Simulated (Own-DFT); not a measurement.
# Shaking the atoms of rutile TiO2, 72 atoms (O48Ti24)

These are calculations, not measurements. The program, named Own-DFT, is a retired in-house plane-wave density functional code that no person has reviewed. Each row is one single-point run on a periodic cell that was not relaxed, without spin or spin-orbit coupling.

Settings of every run: PBE; PseudoDojo norm-conserving scalar-relativistic files; cutoff 72 hartree; 3 x 3 x 3 k mesh centred on Gamma; Fermi-Dirac smearing of 0.1 eV.

Known limits, some of them of some rows only: some atoms lie very close together; oxygen file: force components 24 meV/angstrom off all-electron in a glass; forces on such cells passed a denser k mesh, each cell not checked; stress not checked against mesh or cutoff.

Cell vectors in Å: (9.187, 0.000, 0.000); (0.000, 9.187, 0.000); (0.000, 0.000, 8.876). In each run every atom was moved at random and independently from its ideal site; u is the rms move along one axis. E is the free energy for each atom above the fitted value at u = 0, and F the rms of the force components.

```
run,u (Å),E (meV/atom),F (eV/Å),largest force (eV/Å),P (GPa)
1,0.0184,7.9,0.333,1.24,4.98
2,0.0190,7.5,0.313,1.24,4.88
3,0.0196,8.8,0.357,1.20,4.81
4,0.0496,53.4,0.948,3.55,5.69
5,0.0504,54.6,0.955,3.97,7.36
6,0.0518,?,?,?,?
7,0.0808,134.8,1.712,7.49,10.70
8,0.0838,161.0,1.902,8.51,11.28
9,0.0879,183.2,2.033,7.43,13.10
10,0.1166,341.6,2.994,13.20,17.62
11,0.1556,509.2,3.728,15.66,23.16
```

## Worked fit

For small independent moves the energy grows as E = (3/2) K u², with K the mean stiffness felt by one atom. The runs with u up to 0.11 Å give K = 14.8 ± 0.4 eV/Å², with residuals divided by u² + 0.0006 Å², since the noise grows with the moves. The scatter is 3.0 meV/atom at u = 0.05 Å. The forces follow F = G u with G = 19.9 eV/Å²; no force at u = 0 is resolved. G exceeds K because the moves of its neighbours add to the force on an atom, and stiffness differs between atoms. At u = 0.156 Å the parabola gives 537 meV/atom and the run 509. The pressure follows P = 4.31 + 1036 u² GPa: at fixed volume, shortened bonds push harder than stretched ones pull.

## Withheld run

Question: what energy and rms force should run 6 give?

The fit gives 60 ± 3 meV/atom and about 1.03 eV/Å. The calculation gave 58.5 meV/atom and 1.065 eV/Å.
